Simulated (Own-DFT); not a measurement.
# How strain changes the stress of beta-Si3N4, 112 atoms (N64Si48)

Calculated results; nothing here was measured. The program, named Own-DFT, is a retired in-house plane-wave density functional code that no person has reviewed. Each row is one single-point run on a periodic cell that was not relaxed, without spin or spin-orbit coupling.

Settings of every run: PBE; PseudoDojo norm-conserving scalar-relativistic files; cutoff 42 hartree; 2 x 2 x 4 k mesh centred on Gamma; Fermi-Dirac smearing of 0.1 eV.

Known limits, some of them of some rows only: some atoms lie very close together; forces on such cells moved up to 12 meV/angstrom on a denser k mesh; stress not checked against mesh or cutoff.

Unstrained cell vectors in Å: (15.212, 0.000, 0.000); (-7.606, 13.174, 0.000); (0.000, 0.000, 5.818). The unstrained cell has measured lattice constants (interpolated for alloys), not those of this functional. That, the random moves and any unrelaxed bonds set the pressure at no strain. Each run strains this cell uniformly, with the atoms carried along. Every atom was also moved at random, by a Gaussian of width 0.05 Å on each axis. Strain is the symmetric tensor, in per cent. Stress is positive in tension, and the pressure is minus a third of its trace.

```
run  e_xx (%)  e_yy (%)  e_zz (%)  e_yz (%)  e_xz (%)  e_xy (%)  s_xx (GPa)  s_yy (GPa)  s_zz (GPa)  s_yz (GPa)  s_xz (GPa)  s_xy (GPa)  P (GPa)  E (meV/atom)
  1      0.81     -1.25     -1.00      1.71      0.97      1.64       -6.03      -16.80      -16.57        4.38        2.92        4.57    13.13          54.9
  2      1.30      0.49     -0.29      0.26     -1.49     -0.96       -2.59       -2.46       -8.73        1.04       -6.45       -4.16     4.59           7.6
  3     -0.78      0.10      1.79     -0.10     -0.76      0.05      -10.42       -4.51       -0.16       -0.69       -1.70        0.32     5.03          11.6
  4      1.84     -1.40     -0.69      1.29      0.23     -1.42       -1.42       -9.84      -17.67        5.83       -1.08       -4.66     9.64          29.4
  5     -1.77     -1.87     -1.63      0.68      0.03     -1.25      -22.31      -25.29      -26.67        1.63        1.05       -3.97    24.76          88.3
  6     -0.67      0.18      1.75      1.02     -0.38      0.80       -6.93       -6.24       -0.14        2.19       -2.17        5.10     4.43           0.1
  7      0.32      1.96     -0.85     -0.20     -1.31     -0.14       -4.00        2.09      -13.87        0.24       -4.79       -0.98     5.26          18.4
  8     -1.94      1.61      1.34     -0.17     -1.65     -1.37      -16.97        0.44       -1.87       -0.38       -6.77       -4.62     6.13          29.0
  9      0.02     -0.29     -0.08      0.29     -0.39      1.64       -9.31       -9.68       -8.12        0.70       -0.83        6.39     9.03          13.4
 10      1.66      1.80      0.29     -0.31     -1.40     -1.08        3.93        3.42       -6.05        0.17       -5.05       -3.09    -0.44          11.6
 11     -1.78      0.59      1.67      0.75      1.29      0.90      -14.49       -3.51       -1.32        2.54        4.70        4.09     6.44           5.5
 12      0.76      1.58     -0.21     -1.24      0.84      1.29       -2.04        1.34      -12.85       -3.70        1.01        5.14     4.52          53.3
 13      0.04     -1.63      0.69     -0.15     -1.42     -1.62       -7.75      -16.25       -7.86       -1.78       -4.85       -7.78    10.62          18.6
 14      0.88      0.94     -1.10     -1.76      0.88     -1.48        0.50       -5.70      -17.10       -5.26        2.34       -4.84     7.43          21.8
 15      0.93     -1.07      1.33      1.45     -0.59     -0.54       -4.23       -8.33       -1.65        4.53       -1.36       -2.20     4.74           0.0
 16      0.06     -1.10     -0.99      1.09      0.94      1.88       -9.19      -12.78      -17.72        1.26        3.58        7.26    13.23          14.6
 17     -0.83      1.15     -1.73      1.95      0.49      0.99      -14.56       -3.06      -20.65        4.14        1.86        3.07    12.76          53.3
 18     -1.91      0.07     -1.59      0.46     -1.50     -1.21           ?           ?           ?           ?           ?           ?        ?             ?
```

E is the free energy for each atom above the lowest run shown.

## Worked fit

Each stress component was fitted by least squares to a constant and the strains of the runs shown, as fractions, with shears doubled. Shear strains stay in the fit of a normal stress only where such slopes are resolved. The slopes, in GPa:

```
stress  at no strain  per e_xx  per e_yy  per e_zz  scatter
  s_xx          -8.0  555 ± 37  130 ± 33  115 ± 37     1.71
  s_yy          -7.6  166 ± 43  528 ± 38  172 ± 43     1.98
  s_zz         -10.8   87 ± 39   99 ± 35  655 ± 38     1.78
```

Each shear stress against twice its own strain: yz 159 ± 14, xz 160 ± 15, xy 177 ± 14 GPa. These are stiffnesses along x, y and z of the frame in which the cell vectors are given, which need not be the crystal's axes. The atoms are held to the strained lattice; where symmetry lets them move under strain, relaxing them would lower some slopes. The table should be nearly symmetric about its diagonal, and what it lacks of that shows the noise. A ninth of its sum, 278 ± 11 GPa, estimates the bulk modulus near the mean pressure of these runs, 8.3 GPa, so it lies above the value at zero pressure.

## Withheld run

Question: what normal stresses and pressure should run 18 give?

The fit gives s_xx = -20.3, s_yy = -13.1, s_zz = -22.8 and P = 18.7 GPa. The calculation gave -19.51, -13.50, -23.80 and P = 18.94 GPa.
